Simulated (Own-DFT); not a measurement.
# Computed records: HfO$_{2}$ (monoclinic hafnia, atoms displaced)

Computed with Own-DFT development build. A calculation, not a measurement: plane-wave PBE density functional theory by an unreviewed code, no spin, of a simulated periodic cell, stress positive in tension, free energy of the whole cell less one offset for each atom, some atoms lie very close together; hafnium file: forces about 75 meV/angstrom off all-electron values; oxygen file: force components 24 meV/angstrom off all-electron in one glass; forces on such cells passed a denser k mesh, this cell's mesh not checked; offsets are fitted by least squares, one for each functional and potential file, so energies compare only between cells with the same atoms and settings and are not formation energies; the far tail of each file's local potential was reset to the Coulomb form; each entry is a single point on an unrelaxed cell, so the pressure reflects the starting lattice, mostly measured values, from which strain is counted, and rises with the displacements; printed positions are rounded, which can move forces by about a meV/angstrom; the program is a retired in-house code; no spin-orbit coupling; before rounding, a Quantum ESPRESSO 7.3.1 run of the same cell and cutoff gave forces within 1 meV/angstrom rms on each cell, which checks the program and not the settings.

## HfO$_{2}$ (monoclinic hafnia, atoms displaced)

```
cell vectors (Å)
  10.2340     0.0000     0.0000
   0.0000    10.3500     0.0000
  -1.6955     0.0000    10.4453
atoms (fractions of the cell vectors)
Hf  0.13128  0.02490  0.08539
Hf  0.35871  0.27940  0.14524
Hf  0.36257  0.47780  0.39384
Hf  0.15565  0.22468  0.34595
O   0.04905  0.18382  0.17564
O   0.45020  0.41601  0.07240
O   0.46478  0.33133  0.34119
O   0.01875  0.07745  0.40603
O   0.21648  0.39321  0.25723
O   0.26259  0.13583  0.00685
O   0.30430  0.14276  0.27736
O   0.23841  0.38955  0.49299
Hf  0.14021  0.02401  0.61321
Hf  0.36750  0.25906  0.65748
Hf  0.37446  0.47700  0.91977
Hf  0.15200  0.22482  0.83948
O   0.03855  0.16683  0.67387
O   0.46293  0.45132  0.57890
O   0.46871  0.32078  0.83111
O   0.04433  0.08204  0.93745
O   0.22814  0.37552  0.72344
O   0.28713  0.12956  0.52193
O   0.27300  0.10567  0.77657
O   0.22206  0.37992  0.97272
Hf  0.15767  0.50143  0.11786
Hf  0.37343  0.77137  0.16153
Hf  0.35162  0.96602  0.37582
Hf  0.12012  0.72026  0.34394
O   0.03686  0.65156  0.17237
O   0.45741  0.90419  0.07891
O   0.47812  0.81622  0.32349
O   0.03521  0.58617  0.40128
O   0.24484  0.88301  0.23403
O   0.28588  0.64450  0.01732
O   0.27194  0.61107  0.26333
O   0.22153  0.87107  0.50757
Hf  0.14422  0.50555  0.60459
Hf  0.38642  0.77254  0.64743
Hf  0.36159  0.98046  0.91342
Hf  0.13723  0.71158  0.86630
O   0.03014  0.65993  0.68355
O   0.46641  0.91037  0.57141
O   0.45916  0.85078  0.82550
O   0.03705  0.59661  0.92130
O   0.25455  0.89340  0.73464
O   0.27647  0.64271  0.51273
O   0.27295  0.62688  0.74637
O   0.23492  0.87160  0.99083
Hf  0.64135  0.03173  0.11915
Hf  0.87171  0.28481  0.13832
Hf  0.87321  0.47490  0.39002
Hf  0.65338  0.22248  0.33254
O   0.52653  0.15708  0.17895
O   0.95909  0.41818  0.07809
O   0.97192  0.33471  0.33373
O   0.53094  0.07124  0.41922
O   0.72842  0.36907  0.25453
O   0.80002  0.13621  0.01702
O   0.76962  0.10480  0.24302
O   0.72715  0.34536  0.49852
Hf  0.63096  0.01671  0.62165
Hf  0.85656  0.26725  0.63805
Hf  0.86628  0.48040  0.88725
Hf  0.63108  0.21421  0.85713
O   0.56303  0.15517  0.68691
O   0.95681  0.41045  0.57303
O   0.97969  0.32347  0.83516
O   0.54966  0.07192  0.92830
O   0.71867  0.37701  0.74984
O   0.76464  0.15150  0.52331
O   0.76213  0.11233  0.75915
O   0.73639  0.36231  0.99579
Hf  0.63290  0.51444  0.11347
Hf  0.86896  0.77354  0.12609
Hf  0.87241  0.00897  0.39917
Hf  0.61549  0.71811  0.33685
O   0.53424  0.64694  0.18737
O   0.94981  0.91659  0.08882
O   0.96054  0.84346  0.31908
O   0.51477  0.60347  0.39502
O   0.72466  0.87311  0.25182
O   0.77399  0.61759  0.99054
O   0.78175  0.61213  0.23375
O   0.72739  0.87651  0.48177
Hf  0.63038  0.50422  0.59961
Hf  0.86163  0.74957  0.64680
Hf  0.83195  0.99927  0.90110
Hf  0.64689  0.72120  0.87333
O   0.54213  0.66627  0.67591
O   0.96721  0.91779  0.57909
O   0.94102  0.83929  0.82375
O   0.53613  0.56414  0.91242
O   0.69931  0.87035  0.75815
O   0.78772  0.61796  0.50746
O   0.79296  0.63614  0.76873
O   0.72263  0.85918  0.99449
```

| Quantity | Value |
| --- | --- |
| functional | PBE |
| potential files | PseudoDojo norm-conserving, scalar-relativistic, standard set |
| wave cutoff | 72 hartree |
| occupations | Fermi-Dirac |
| smearing width | 0.1 eV |
| k mesh | 2 x 2 x 2 centred on Gamma |

Questions
1. Estimate the stress zz of HfO$_{2}$ (monoclinic hafnia, atoms displaced).
2. HfO$_{2}$ (monoclinic hafnia, atoms displaced): pressure?
3. Give the table of force values for HfO$_{2}$ (monoclinic hafnia, atoms displaced).

Calculated values
1. -16.43 GPa
2. 17.69 GPa
3. 
Force:
```csv
element,x (eV/Å),y (eV/Å),z (eV/Å)
Hf,-0.355,-2.788,3.757
Hf,-0.573,-4.219,2.133
Hf,0.273,3.203,1.665
Hf,-2.674,0.729,3.184
O,0.936,-1.248,-0.765
O,3.346,-1.233,5.962
O,1.094,-0.258,-2.301
O,13.01,7.194,0.927
O,1.003,-4.208,-0.554
O,2.551,1.604,2.055
O,-1.161,-1.009,-1.577
O,-1.251,-3.415,-0.317
Hf,0.552,-5.885,-1.102
Hf,0.707,1.131,-2.021
Hf,-2.523,3.983,-9.919
Hf,-4.096,2.129,2.143
O,-0.499,0.647,-0.456
O,-3.667,-4.165,0.498
O,-1.521,0.479,0.404
O,-3.009,1.129,-5.066
O,0.593,-2.388,2.422
O,-1.102,0.589,-0.614
O,2.232,3.04,-2.487
O,-1.215,-1.027,2.654
Hf,-3.857,6.096,-3.638
Hf,-2.63,-1.621,-4.348
Hf,3.027,1.731,7.201
Hf,2.336,4.842,1.742
O,0.414,-0.042,-1.848
O,3.177,1.896,1.412
O,-7.451,7.378,0.942
O,-2.438,-4.118,2.965
O,-2.608,-0.072,-0.905
O,0.183,-3.303,-0.035
O,0.625,0.937,-1.1
O,0.472,1.146,-3.828
Hf,-0.234,5.354,-0.434
Hf,-4.799,-0.135,0.364
Hf,1.086,-3.26,-3.298
Hf,3.857,7.198,-5.012
O,1.377,-1.499,-0.819
O,0.82,1.672,-1.458
O,2.568,-1.982,2.074
O,-4.104,-5.84,3.112
O,-3.044,0.194,0.629
O,-0.59,-1.872,-1.341
O,-0.757,-1.941,2.528
O,-2.792,0.183,0.365
Hf,-0.754,-7.555,-3.164
Hf,-0.73,-2.386,2.272
Hf,-2.258,2.5,1.454
Hf,-4.672,-0.672,6.834
O,-1.498,2.006,-1.388
O,3.745,2.989,-0.846
O,1.188,-1.653,-1.015
O,0.637,0.836,-0.657
O,0.04,1.584,-2.73
O,-2.012,0.087,0.454
O,2.232,3.966,2.549
O,-2.027,5.158,-2.31
Hf,3.758,-8.227,-7.01
Hf,1.39,1.674,4.548
Hf,0.077,-0.738,-0.046
Hf,2.879,3.718,1.896
O,-8.166,6.279,-0.749
O,1.853,0.872,0.115
O,-1.49,1.37,-0.254
O,-0.415,-0.101,1.254
O,0.716,0.615,-1.031
O,0.446,-6.567,-3.578
O,3.362,1.272,1.428
O,-2.101,0.771,-0.396
Hf,4.577,0.427,-1.351
Hf,-3.265,-4.108,4.582
Hf,-11.46,-11.88,1.709
Hf,16.94,3.61,6.622
O,-1.853,-2.083,-7.093
O,4.537,5.483,-1.964
O,1.301,-0.912,-0.237
O,-3.504,-6.931,5.351
O,-0.368,1.175,-3.569
O,0.166,-0.785,2.863
O,-0.824,-1.443,0.772
O,-0.421,-0.38,2.1
Hf,5.139,3.168,1.128
Hf,0.118,5.074,-1.759
Hf,4.205,-7.201,-1.737
Hf,-1.422,2.143,-5.267
O,2.66,-1.901,0.584
O,0.791,1.089,0.128
O,1.377,0.677,1.691
O,1.153,0.776,1.973
O,0.448,1.824,-0.9
O,-1.452,-1.376,-0.845
O,-1.615,-3.12,0.668
O,-0.723,1.926,1.02
```

Further results for HfO$_{2}$ (monoclinic hafnia, atoms displaced):

| Property | Result |
| --- | --- |
| free energy of cell above offsets | -61.053 eV |
| stress xx | -19.05 GPa |
| stress yy | -17.61 GPa |
| stress yz | 2.13 GPa |
| stress xz | -2.37 GPa |
| stress xy | -3.03 GPa |
